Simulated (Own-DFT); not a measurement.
Simulation results for Hf36O71 (tetragonal hafnia with one neutral oxygen vacancy, atoms displaced)

Computed with Own-DFT development build. A calculation, not a measurement: plane-wave PBE and HSE06 DFT by an unreviewed code, no spin, of a simulated cell at Gamma alone, so results move with cell size and shape, stress positive in tension, energies less offsets, not probed for a lower state with spin; hafnium file: forces about 75 meV/angstrom off all-electron values; oxygen file: force components 24 meV/angstrom off all-electron in a glass; k mesh not checked against a denser one; forces and stress are PBE's, HSE06 gives the energy alone, and its difference from PBE has offsets of its own; offsets are fitted by least squares, one for each functional and potential file, so energies compare only between cells with the same atoms and settings and are not formation energies; the far tail of each file's local potential was reset to the Coulomb form; each entry is a single point on an unrelaxed cell, so the pressure reflects the starting lattice, taken from the Materials Project, from which strain is counted, and rises with the displacements; printed positions are rounded, which can move forces by about a meV/angstrom; the program is a retired in-house code; no spin-orbit coupling.

```xyz
107
Lattice="10.7800 0.0000 0.0000 0.0000 10.7800 0.0000 0.0000 0.0000 10.4493" Properties=species:S:1:pos:R:3:force_x:R:1:force_y:R:1:force_z:R:1 formula=Hf36O71 first_functional=PBE second_functional=HSE06 exact_exchange_share=0.25 screening=0.11 exchange_divergence=Gygi-Baldereschi potential_files=PseudoDojo_norm-conserving,scalar-relativistic,made_for_PBE,standard_set wave_cutoff=48 occupations=fixed k_mesh=1_x_1_x_1_centred_on_Gamma PBE_energy_of_cell_above_offsets=-85.348 HSE06_less_PBE_above_offsets=0.583 PBE_pressure=6.87 PBE_stress_xx=-7.07 PBE_stress_yy=-6.91 PBE_stress_zz=-6.63 PBE_stress_yz=-0.56 PBE_stress_xz=-1.07 PBE_stress_xy=-0.28
Hf    10.6527    10.7519     0.1779      4.114     -0.604      -3.88
Hf     1.7133     1.8662     2.5360      6.079     -0.719      4.468
O      0.1810     1.8464     1.6267     -8.288     -1.347     -3.168
O      1.7752    10.7081     3.7563      -0.24      1.765     -1.244
O      0.0369     1.8704     4.1697     -0.751     -0.796      0.387
O      1.7916    10.7205     0.9372     -0.599        0.1     -0.492
Hf    10.7612     0.0910     5.3594      3.177     -1.634     -2.685
Hf     1.7482     1.8060     7.8286       0.62     -0.092     -0.171
O     10.7575     1.6871     6.8513      0.416       0.09      0.055
O      1.7628    10.7222     8.6590      0.307      0.957       2.28
O      0.0350     1.9147     9.5053     -0.504     -6.191     -2.499
O      1.7963    10.6642     6.2641      -0.24      0.855     -0.394
Hf     0.0552     3.4594    10.4147     -0.566      7.399       2.31
Hf     1.7243     5.4698     2.6489     -0.334     -2.679     -2.724
O     10.7553     5.3240     1.4828     -0.229      0.195      1.798
O      1.8676     3.5608     3.6455     -0.105      0.096      0.375
O      0.0773     5.2207     4.1612     -0.522      3.239      -0.51
O      1.7489     3.4886     0.9846       1.43     -0.048     -0.562
Hf     0.1130     3.6500     5.1616     -0.199     -2.311      2.087
Hf     1.8872     5.4502     7.9252     -1.709      0.776      -0.88
O     10.7531     5.3134     6.8579      0.396      0.899     -0.486
O      1.7214     3.7666     8.8284      0.096     -2.708      0.512
O     10.7131     5.5045     9.4329     -0.289      -1.43     -0.962
O      1.8875     3.5856     6.2474     -1.568     -0.099      0.565
Hf    10.7275     7.2287    10.3638       1.41     -2.941      3.018
Hf     1.6440     9.0691     2.5851       5.08     -0.751      3.312
O      0.0078     9.0169     1.8522     -5.569      1.555     -5.727
O      1.8489     7.1456     3.3606      0.622      3.343      5.009
O      0.0065     8.8804     4.1476      0.334      0.729      2.273
O      1.7584     7.2828     1.2028     -0.014     -0.777     -4.546
Hf     0.0180     7.1987     5.4663     -2.329      1.534      -3.68
Hf     1.8446     8.9288     7.7624     -2.186      1.447     -0.401
O     10.6896     8.9812     6.7217      0.832     -0.688      1.634
O      1.7449     7.3000     8.9286      0.863     -1.819      -0.17
O     10.6762     8.8851     9.4232      0.104      3.543      0.373
O      1.8261     7.2217     6.1953      1.359     -0.123      0.482
Hf     3.5881    10.6841    10.2988     -1.334      0.914      2.341
Hf     5.3913     1.7737     2.5514     -3.426       0.58      2.057
O      3.5226     1.8320     1.5510      1.773     -0.306     -0.564
O      5.4415     0.0938     3.6683      0.403     -2.323     -0.965
O      3.7107     1.7482     4.1820      -0.34      0.663      1.014
O      5.4548     0.0011     1.0131     -1.294       0.52     -0.073
Hf     3.6512    10.7108     5.2474     -5.199      2.718     -1.933
Hf     5.4298     1.8957     7.8786     -2.801      0.112     -0.151
O      3.5551     1.7606     6.9717      0.574     -0.011     -0.832
O      5.4236    10.7783     8.8069       0.26     -0.067       0.82
O      3.5912     1.8420     9.3676     -0.066     -2.694     -0.201
O      5.2666     0.0094     6.1486      5.209     -0.539      3.025
Hf     3.6648     3.4265    10.3913      -1.94       3.15      3.066
Hf     5.3905     5.4348     2.7575      0.026     -1.456     -3.955
O      3.5106     5.2157     1.6981      1.498      0.995     -1.016
O      5.3464     3.5644     3.6253      0.952      0.932     -0.263
O      3.4705     5.4140     4.1192      1.798      0.965      1.818
O      5.3825     3.6409     0.9042     -0.294     -0.806      1.102
Hf     3.5396     3.6685     5.1967      0.501     -2.093     -1.613
Hf     5.3938     5.3979     7.9025      0.386       0.24      0.087
O      3.5843     5.4723     6.7623      1.242      0.104      0.392
O      5.4041     3.6593     8.8939     -0.351      -0.52     -0.571
O      3.5503     5.3917     9.4427      0.238     -0.702     -0.859
O      5.3162     3.5182     6.1906      0.965      0.654      0.735
Hf     3.5481     7.0758     0.0054     -0.273      1.579      2.859
Hf     5.4196     8.9916     2.6794     -2.586      1.116     -1.641
O      3.5230     9.0415     1.6689      2.359        0.6     -0.791
O      5.4347     7.2292     3.6353     -0.058     -0.212      1.852
O      3.7101     9.0713     4.2113      0.859     -2.794     -0.076
O      5.3572     7.1676     1.0503      0.054      0.393     -0.317
Hf     3.7299     7.2184     5.1496     -3.053      0.148      -0.18
Hf     5.4356     9.0041     7.9339     -1.824     -0.734     -1.818
O      3.5139     9.0229     6.8253      3.456     -0.728     -0.397
O      5.2668     7.2542     8.8940      0.089     -0.852     -0.868
O      3.5749     8.9868     9.3748       0.58     -0.698     -0.028
O      5.4147     7.2971     6.2469      -1.01      0.239      1.349
Hf     7.1471    10.6711     0.0787      -0.15      0.538     -2.671
Hf     8.8929     1.8148     2.5615      1.649      0.698        1.8
O      7.1407     1.9990     1.6245      0.979     -1.407     -0.923
O      9.0005    10.7475     3.5069      0.114      3.722        1.3
O      7.1002     1.6953     4.1449      1.686      1.324       0.93
O      8.9315     0.0473     0.9387     -1.408      0.791      2.711
Hf     7.1110    10.7145     5.2759      0.501      0.915     -1.203
Hf     8.8922     1.7192     7.7563      0.933      1.275      1.363
O      7.0957     1.9402     6.9504      1.326      -1.15     -2.604
O      8.9807    10.6797     8.9290     -0.331       1.12     -0.003
O      7.2083     1.7668     9.3786     -0.022     -1.006      1.367
O      9.0401    10.7658     6.2261     -3.482      1.177      0.314
Hf     7.1847     3.4515     0.1000      0.479      3.328     -1.799
Hf     9.0281     5.2797     2.6800     -0.116      4.065     -2.544
O      7.1926     5.3756     1.5421      -0.36     -0.251      1.733
O      8.9877     3.5840     3.5830     -0.825     -2.116      1.406
O      7.2172     5.3798     4.2443     -0.765      0.598     -0.055
O      8.9268     3.6753     1.0202       1.55     -1.886     -0.169
Hf     7.1478     3.6189     5.1781      0.042     -1.045      0.652
Hf     8.8700     5.3785     7.7693      1.665       -1.4       1.66
O      7.1758     5.3845     6.7427     -1.522     -0.008      -0.24
O      7.1563     5.4693     9.3212      0.296     -0.073     -0.068
O      9.0184     3.4581     6.3609     -0.779      0.716     -1.396
Hf     7.3147     7.3109    10.3390     -0.775       -8.8      5.745
Hf     8.9257     9.1164     2.6215      1.546     -5.805      1.519
O      7.1789     9.0413     1.5881      -0.16      0.284     -1.345
O      9.0757     7.2161     3.7382     -0.997      -1.12      -1.21
O      7.2590     9.0460     4.1188     -1.253       -0.4      1.089
O      8.9978     7.1948     1.0032     -0.355      1.127     -0.307
Hf     7.0875     7.3030     5.3186      4.782     -1.086     -2.456
Hf     8.9144     8.8983     7.9590      3.855      2.522     -2.513
O      7.3871     8.9928     6.7553     -4.799      0.916     -0.262
O      8.9468     7.2596     8.8345     -0.347     -3.369      1.191
O      7.1564     8.7902     9.3750      -1.11      7.635     -2.951
O      8.9275     7.3161     6.2629     -0.221     -1.677       0.78
```

Units: screening in 1/bohr; wave_cutoff in hartree; PBE_energy_of_cell_above_offsets, HSE06_less_PBE_above_offsets in eV; PBE_pressure, PBE_stress_xx, PBE_stress_yy, PBE_stress_zz, PBE_stress_yz, PBE_stress_xz, PBE_stress_xy in GPa; force_x, force_y, force_z in eV/Å.
